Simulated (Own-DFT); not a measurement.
# What a defect does to the pressure of its cell: D0_22 TiAl3

Source: density functional calculations with Own-DFT, an unreviewed in-house program that is no longer used. Nothing was measured or relaxed, and spin and spin-orbit coupling are left out.

Common settings: PBE; PseudoDojo norm-conserving scalar-relativistic files; cutoff 42 hartree; 4 x 4 x 4 k mesh centred on Gamma; cold (Marzari-Vanderbilt) smearing of 0.2 eV.

Known weak points: forces on such cells failed a check on a denser k mesh; stress not checked against mesh or cutoff.

All runs share one cell, with vectors in Å (-2.365, -6.981, 4.326); (-7.667, 3.491, 1.442); (-2.950, -3.488, -7.241) and a volume of 625.4 Å³. Atoms were moved at random from their sites; u is the rms move along one axis. The defect's site can differ from row to row.

| cell | formula | u (Å) | P (GPa) |
|---|---|---|---|
| no defect | Al30Ti10 | 0.0215 | 2.01 |
| no defect | Al30Ti10 | 0.0480 | 2.60 |
| no defect | Al30Ti10 | 0.0517 | 2.65 |
| two Ti on an Al site each | Al28Ti12 | 0.0288 | 3.37 |
| two Ti on an Al site each | Al28Ti12 | 0.0476 | 3.73 |
| two Ti on an Al site each | Al28Ti12 | 0.0522 | 3.94 |
| two Al vacancies | Al28Ti10 | 0.0301 | 1.34 |
| two Al vacancies | Al28Ti10 | 0.0318 | 1.30 |
| two Al vacancies | Al28Ti10 | 0.0469 | ? |
| two Al vacancies | Al28Ti10 | 0.0506 | 1.59 |
| two Al on a Ti site each | Al32Ti8 | 0.0301 | 2.92 |
| two Al on a Ti site each | Al32Ti8 | 0.0303 | 2.88 |
| two Al on a Ti site each | Al32Ti8 | 0.0455 | 3.24 |

## Fit

P = P0 + c u² + a shift for each defect gives P0 = 1.94 GPa, c = 265 ± 24 GPa/Å² and a scatter of 0.06 GPa. The shifts, and each times the cell's volume:

- two Ti on an Al site each: 1.22 ± 0.05 GPa, 4.8 eV (2.4 eV for each of its 2 sites)
- two Al on a Ti site each: 0.73 ± 0.05 GPa, 2.8 eV (1.4 eV for each of its 2 sites)
- two Al vacancies: -0.93 ± 0.05 GPa, -3.6 eV (-1.8 eV for each of its 2 sites)

A positive shift means that the defect pushes the cell outwards. Shift times volume (160.2 GPa Å³ is 1 eV) depends little on the cell's size, so, taken for each site, it can be compared between cells at like pressure. The atoms around the defects weren't relaxed, which would change these numbers.

## Prediction

The question: what pressure belongs in the blank (two Al vacancies, u = 0.0469 Å)?

The fitted form gives 1.60 ± 0.08 GPa. Computed: 1.85 GPa. This run lies off the fit, by chance or by something that the fit leaves out.
